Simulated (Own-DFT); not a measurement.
# Point defects and the pressure they add: 4H SiC

Everything here is calculated. The program is Own-DFT (plane waves, in-house, since retired, never reviewed by a person); positions were held fixed, and spin and spin-orbit coupling were off.

Settings: PBE; PseudoDojo norm-conserving scalar-relativistic files; cutoff 42 hartree; 4 x 4 x 3 k mesh centred on Gamma; Fermi-Dirac smearing of 0.1 eV.

Keep in mind (not all hold for every row): not probed for a lower state with spin; forces on such cells failed a check on a denser k mesh; forces on such cells passed a denser k mesh, each cell not checked; stress not checked against mesh or cutoff.

All runs share one cell, with vectors in Å (9.248, 0.000, 0.000); (-4.624, 8.009, 0.000); (0.000, 0.000, 10.068) and a volume of 745.7 Å³. Atoms were moved at random from their sites; u is the rms move along one axis. The defect's site can differ from row to row.

| cell | formula | u (Å) | P (GPa) |
|---|---|---|---|
| no defect | C36Si36 | 0.0308 | 3.84 |
| no defect | C36Si36 | 0.0565 | 5.58 |
| no defect | C36Si36 | 0.0570 | 6.47 |
| one C on a Si site | C37Si35 | 0.0475 | 2.86 |
| one C on a Si site | C37Si35 | 0.0480 | 3.27 |
| one C on a Si site | C37Si35 | 0.0536 | 3.74 |
| one Al on a Si site and one N on a C site | AlC35NSi35 | 0.0474 | 5.20 |
| one Al on a Si site and one N on a C site | AlC35NSi35 | 0.0485 | 5.44 |
| one Al on a Si site and one N on a C site | AlC35NSi35 | 0.0490 | 5.20 |
| one C vacancy | C35Si36 | 0.0289 | 3.37 |
| one C vacancy | C35Si36 | 0.0296 | 3.53 |
| one C vacancy | C35Si36 | 0.0497 | 4.91 |
| two N on a C site each | C34N2Si36 | 0.0294 | 2.75 |
| two N on a C site each | C34N2Si36 | 0.0301 | 2.57 |
| two N on a C site each | C34N2Si36 | 0.0508 | ? |
| two N on a C site each | C34N2Si36 | 0.0519 | 4.08 |

## What the rows give

P = P0 + c u² + a shift for each defect gives P0 = 3.06 GPa, c = 907 ± 89 GPa/Å² and a scatter of 0.25 GPa. The shifts, and each times the cell's volume:

- one Al on a Si site and one N on a C site: 0.10 ± 0.20 GPa, 0.5 eV (not resolved)
- one C vacancy: -0.39 ± 0.22 GPa, -1.8 eV (not resolved)
- two N on a C site each: -1.28 ± 0.22 GPa, -5.9 eV (-3.0 eV for each of its 2 sites)
- one C on a Si site: -2.02 ± 0.20 GPa, -9.4 eV

A positive shift means that the defect pushes the cell outwards. Shift times volume (160.2 GPa Å³ is 1 eV) depends little on the cell's size, so, taken for each site, it can be compared between cells at like pressure. The atoms around the defects weren't relaxed, which would change these numbers.

## The run left out

The question: what pressure belongs in the blank (two N on a C site each, u = 0.0508 Å)?

Estimate: 4.12 ± 0.30 GPa. DFT gave 4.10 GPa.
